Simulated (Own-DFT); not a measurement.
SiC (2H silicon carbide, atoms displaced) (calculated)

All values are calculated (Own-DFT development build). A calculation, not a measurement: plane-wave PBE density functional theory by an unreviewed code, no spin, of a simulated periodic cell, stress positive in tension, free energy of the whole cell less one offset for each atom, forces on such cells passed a denser k mesh, this cell's mesh not checked; offsets are fitted by least squares, one for each functional and potential file, so energies compare only between cells with the same atoms and settings and are not formation energies; the far tail of each file's local potential was reset to the Coulomb form; each entry is a single point on an unrelaxed cell, so the pressure reflects the starting lattice, mostly measured values (interpolated for alloys), from which strain is counted, and rises with the displacements; printed positions are rounded, which can move forces by about a meV/angstrom; the program, named Own-DFT, is a retired in-house code; no spin-orbit coupling.

## SiC (2H silicon carbide, atoms displaced)

```
cell vectors (Å)
   6.1654     0.0000     0.0000
  -3.0827     5.3394     0.0000
   0.0000     0.0000    10.0681
atoms (fractions of the cell vectors)
Si  0.99515  0.99893  0.99837
Si  0.16847  0.33403  0.25261
C   0.99092  0.00118  0.19301
C   0.16799  0.32904  0.44176
Si  0.99953  0.99938  0.49636
Si  0.16929  0.33273  0.74131
C   0.00517  0.99846  0.68689
C   0.15615  0.33007  0.93551
Si  0.99779  0.50903  0.00134
Si  0.16933  0.82830  0.25295
C   0.99648  0.50157  0.18897
C   0.16270  0.83470  0.43475
Si  0.99752  0.48947  0.49924
Si  0.16296  0.83000  0.74978
C   0.01041  0.50144  0.69001
C   0.17624  0.83858  0.93217
Si  0.49288  0.99725  0.99680
Si  0.67021  0.33361  0.25141
C   0.50371  0.99745  0.18910
C   0.66376  0.33077  0.43591
Si  0.48953  0.99365  0.50086
Si  0.67570  0.33401  0.74876
C   0.50360  0.99863  0.69267
C   0.66959  0.32921  0.93473
Si  0.51165  0.50736  0.00055
Si  0.66735  0.83569  0.24747
C   0.50041  0.50159  0.18810
C   0.67110  0.84363  0.43734
Si  0.50314  0.49730  0.50246
Si  0.67276  0.83178  0.75219
C   0.49335  0.49800  0.68382
C   0.66315  0.84296  0.93886
```

| Item | Value |
| --- | --- |
| functional | PBE |
| potential files | PseudoDojo norm-conserving, scalar-relativistic, standard set |
| wave cutoff | 42 hartree |
| occupations | Fermi-Dirac |
| smearing width | 0.1 eV |
| hardware | one NVIDIA H100 |
| k mesh | 5 x 5 x 3 centred on Gamma |
| free energy of cell above offsets | -4.541 eV |
| pressure | 3.84 GPa |
| stress xx | -3.62 GPa |
| stress yy | -2.45 GPa |
| stress zz | -5.45 GPa |
| stress yz | -0.27 GPa |
| stress xz | 0.26 GPa |
| stress xy | -0.46 GPa |
| wall time | 116.5 s |

Force:
```csv
element,x (eV/Å),y (eV/Å),z (eV/Å)
Si,0.409,0.913,0.552
Si,-0.235,-0.061,-0.561
C,2.013,-0.009,-1.228
C,0.108,0.689,-0.711
Si,-0.188,-0.446,0.689
Si,0,-0.529,2.259
C,-0.517,-0.316,-0.44
C,1.149,0.886,0.148
Si,1.224,-1.012,-0.631
Si,-0.919,0.961,-1.04
C,0.732,0.002,0.044
C,0.526,-1.075,1.135
Si,-0.492,1.07,0.182
Si,1.087,0.65,-0.503
C,-1.296,-0.119,-1.25
C,-2.032,-0.671,1.329
Si,0.605,1.018,1.053
Si,-0.789,-0.25,-0.519
C,-1.186,0.404,-0.752
C,0.288,-0.18,0.875
Si,0.869,0.514,0.268
Si,-0.866,-0.186,-0.146
C,-0.267,-0.04,-0.982
C,-0.767,1.053,0.685
Si,-1.566,-1.148,-0.664
Si,-0.11,-0.582,1.011
C,0.337,-0.282,0.172
C,-0.429,-1.388,0.049
Si,-0.271,1.05,-1.226
Si,-0.723,0.068,-0.654
C,1.927,0.41,1.157
C,1.378,-1.395,-0.301
```
